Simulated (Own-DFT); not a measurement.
# Strain and stress in fcc Cu, 16 atoms (Cu16)

All numbers below are calculated, not measured. The program, named Own-DFT, is a retired in-house plane-wave density functional code that no person has reviewed. Each row is one single-point run on a periodic cell that was not relaxed, without spin or spin-orbit coupling.

Settings of every run: PBE; PseudoDojo norm-conserving scalar-relativistic files; cutoff 50 hartree; 7 x 7 x 5 k mesh centred on Gamma; cold (Marzari-Vanderbilt) smearing of 0.2 eV.

Known limits: forces on such cells failed a check on a denser k mesh; stress not checked against mesh or cutoff.

Unstrained cell vectors in Å: (3.615, 3.615, 0.000); (-3.615, 3.615, 0.000); (0.000, 0.000, 7.230). The unstrained cell has measured lattice constants (interpolated for alloys), not those of this functional. That, the random moves and any unrelaxed bonds set the pressure at no strain. Each run strains this cell uniformly, with the atoms carried along. Every atom was also moved at random, by a Gaussian of width 0.05 Å on each axis. Strain is the symmetric tensor, in per cent. Stress is positive in tension, and the pressure is minus a third of its trace.

```
run,e_xx (%),e_yy (%),e_zz (%),e_yz (%),e_xz (%),e_xy (%),s_xx (GPa),s_yy (GPa),s_zz (GPa),s_yz (GPa),s_xz (GPa),s_xy (GPa),P (GPa),E (meV/atom)
1,-0.03,-1.05,1.17,-1.42,0.38,1.00,-2.34,-3.45,-1.58,-2.52,0.61,1.90,2.46,0.0
2,1.87,-1.14,0.41,0.92,1.65,0.97,-0.42,-2.43,-1.22,2.13,2.35,1.91,1.36,7.8
3,1.46,-0.87,0.90,0.30,0.47,1.37,-0.71,-2.32,-0.44,0.26,0.65,2.50,1.16,13.8
4,0.42,1.95,0.44,-1.16,-0.63,-0.09,0.06,1.48,0.49,-1.71,-1.00,-0.06,-0.68,13.7
5,-0.01,-0.97,-0.95,0.25,-1.77,1.48,-6.07,-6.19,-6.18,0.43,-3.53,2.45,6.15,14.5
6,0.17,-1.66,-0.35,-0.75,-0.52,-1.08,-6.31,-7.53,-6.20,-1.25,-0.57,-1.38,6.68,27.1
7,0.77,1.64,-1.41,0.93,-0.58,-1.45,-1.77,-1.31,-1.92,1.83,-1.17,-2.19,1.66,8.4
8,-1.23,0.40,-1.90,1.70,-0.48,0.46,-8.73,-7.49,-8.44,2.73,-0.40,1.04,8.22,29.6
9,-0.71,0.92,-0.61,1.42,1.70,0.99,-4.28,-2.87,-3.77,2.70,3.61,1.91,3.64,8.7
10,-1.55,1.13,-1.45,-0.54,1.90,1.57,-8.57,-5.45,-6.99,-0.85,3.48,2.30,7.00,32.1
11,-1.73,-0.93,-0.74,1.92,-1.23,-0.68,-8.96,-8.93,-8.56,3.91,-2.70,-1.69,8.82,23.6
12,-1.14,1.87,-0.03,1.20,-0.58,-0.26,-3.85,-1.51,-2.86,1.71,-0.66,-0.34,2.74,22.9
13,-1.19,1.29,0.66,-1.34,-1.07,-1.89,-3.52,-1.35,-2.70,-2.11,-2.98,-2.67,2.52,20.7
14,-0.92,-1.05,1.34,-0.10,1.19,-0.65,-5.27,-5.23,-3.53,-0.73,1.97,-0.86,4.68,23.2
15,1.82,-0.32,-0.47,1.90,0.87,-0.27,?,?,?,?,?,?,?,?
```

E is the free energy for each atom above the lowest run shown.

## Worked fit

Each stress component was fitted by least squares to a constant and the strains of the runs shown, as fractions, with shears doubled. Shear strains stay in the fit of a normal stress only where such slopes are resolved. The slopes, in GPa:

| stress | at no strain | per e_xx | per e_yy | per e_zz | scatter |
|---|---|---|---|---|---|
| s_xx | -3.6 | 210 ± 15 | 121 ± 12 | 151 ± 16 | 0.56 |
| s_yy | -3.5 | 137 ± 11 | 201 ± 9 | 146 ± 12 | 0.42 |
| s_zz | -3.2 | 162 ± 12 | 129 ± 10 | 184 ± 13 | 0.45 |

Each shear stress against twice its own strain: yz 86 ± 6, xz 94 ± 7, xy 79 ± 4 GPa. These are stiffnesses along x, y and z of the frame in which the cell vectors are given, which need not be the crystal's axes. The atoms are held to the strained lattice; where symmetry lets them move under strain, relaxing them would lower some slopes. The table should be nearly symmetric about its diagonal, and what it lacks of that shows the noise. A ninth of its sum, 160 ± 7 GPa, estimates the bulk modulus near the mean pressure of these runs, 4.0 GPa, so it lies above the value at zero pressure.

## Withheld run

Question: what normal stresses and pressure should run 15 give?

The fit gives s_xx = -0.9, s_yy = -2.3, s_zz = -1.5 and P = 1.6 GPa. The calculation gave -0.49, -2.60, -2.05 and P = 1.71 GPa.
